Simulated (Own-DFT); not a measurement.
# Which defects push the lattice out? C11b WSi2

Everything here is calculated. The program is Own-DFT (plane waves, in-house, since retired, never reviewed by a person); positions were held fixed, and spin and spin-orbit coupling were off.

Method: PBE; PseudoDojo norm-conserving scalar-relativistic files; cutoff 50 hartree; 5 x 5 x 5 k mesh centred on Gamma; cold (Marzari-Vanderbilt) smearing of 0.2 eV.

Caveats: forces on such cells failed a check on a denser k mesh; stress not checked against mesh or cutoff.

All runs share one cell, with vectors in Å (-2.148, -5.953, 3.409); (-6.444, 2.976, 1.136); (-2.553, -2.948, -6.757) and a volume of 403.2 Å³. The atoms are randomly displaced, by u rms on each axis. The defect's site can differ from row to row.

| cell | formula | u (Å) | P (GPa) |
|---|---|---|---|
| no defect | Si20W10 | 0.0169 | 4.33 |
| no defect | Si20W10 | 0.0185 | 4.44 |
| no defect | Si20W10 | 0.0469 | 5.70 |
| one Si on a W site | Si21W9 | 0.0301 | 6.05 |
| one Si on a W site | Si21W9 | 0.0322 | 6.56 |
| one Si on a W site | Si21W9 | 0.0501 | 7.46 |
| one W on a Si site | Si19W11 | 0.0309 | 9.83 |
| one W on a Si site | Si19W11 | 0.0319 | 9.80 |
| one W on a Si site | Si19W11 | 0.0484 | ? |
| one W on a Si site | Si19W11 | 0.0503 | 10.22 |
| one Si vacancy | Si19W10 | 0.0290 | 3.20 |
| one Si vacancy | Si19W10 | 0.0310 | 2.99 |
| one Si vacancy | Si19W10 | 0.0527 | 4.51 |

## Worked fit

P = P0 + c u² + a shift for each defect gives P0 = 4.22 GPa, c = 637 ± 87 GPa/Å² and a scatter of 0.24 GPa. The shifts, and each times the cell's volume:

- one W on a Si site: 4.77 ± 0.21 GPa, 12.0 eV
- one Si on a W site: 1.52 ± 0.21 GPa, 3.8 eV
- one Si vacancy: -1.63 ± 0.21 GPa, -4.1 eV

A positive shift means that the defect pushes the cell outwards. Shift times volume (160.2 GPa Å³ is 1 eV) depends little on the cell's size, so, taken for each site, it can be compared between cells at like pressure. The atoms around the defects weren't relaxed, which would change these numbers.

## Prediction

Q: what pressure belongs in the blank (one W on a Si site, u = 0.0484 Å)?

The fitted form gives 10.49 ± 0.29 GPa. The hidden result is 10.27 GPa.
